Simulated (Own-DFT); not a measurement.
# Biaxial strain at fixed height in wurtzite GaN, 72 atoms (Ga36N36)

Everything here is calculated. The program is Own-DFT (plane waves, in-house, since retired, never reviewed by a person); positions were held fixed, and spin and spin-orbit coupling were off.

Method: PBE; PseudoDojo norm-conserving scalar-relativistic files (stringent for Ga); cutoff 96 hartree; 4 x 4 x 3 k mesh centred on Gamma; Gaussian smearing of 0.01 eV.

Limits: forces not confirmed at this smearing and k mesh; stress not checked against mesh or cutoff.

Unstrained cell vectors in Å: (9.567, 0.000, 0.000); (-4.784, 8.285, 0.000); (0.000, 0.000, 10.370). The unstrained cell has measured lattice constants (interpolated for alloys), not those of this functional. That, the random moves and any unrelaxed bonds set the pressure at no strain. Each run strains x and y alike by e, as a substrate would, and holds the height along z. Each coordinate of each atom was shifted by a normal deviate of width 0.05 Å. Stress is positive in tension.

| e (%) | u (Å) | (s_xx + s_yy)/2 (GPa) | s_zz (GPa) |
|---|---|---|---|
| -3.00 | 0.050 | -25.94 | -12.08 |
| -2.50 | 0.048 | -22.07 | -11.57 |
| -2.25 | 0.049 | -21.65 | -9.80 |
| -1.75 | 0.050 | -16.73 | -11.24 |
| 0.50 | 0.050 | -4.54 | -6.08 |
| 0.75 | 0.049 | -3.53 | -5.08 |
| 1.25 | 0.055 | -0.17 | -8.49 |
| 1.75 | 0.054 | ? | ? |
| 2.75 | 0.050 | 5.72 | -5.03 |
| 3.00 | 0.049 | 6.09 | -2.81 |

## Fit

With e as a fraction, the in-plane stress is -7.0 + 539 e - 3178 e² GPa (errors 9 and 601, scatter 0.59), and s_zz is -7.8 + 136 e GPa (slope ± 22, scatter 1.41). At e = 0 the first slope is C11 + C12 and the second 2 C13, both with the ions held to the strained lattice and at the cell's own pressure. The term in e² is negative: the layer stiffens under compression and softens under tension. A free layer would change its height as e changes, and the in-plane slope would drop by 2 C13²/C33 to the biaxial modulus. At fixed height, a misfit of 1 % moves the in-plane stress by about 5.4 GPa and s_zz by 1.4 GPa.

## Test on the hidden row

Q: what are the two stresses at e = 1.75 %?

From the fit: 1.5 and -5.5 GPa. The run itself gave 0.92 and -5.07 GPa.
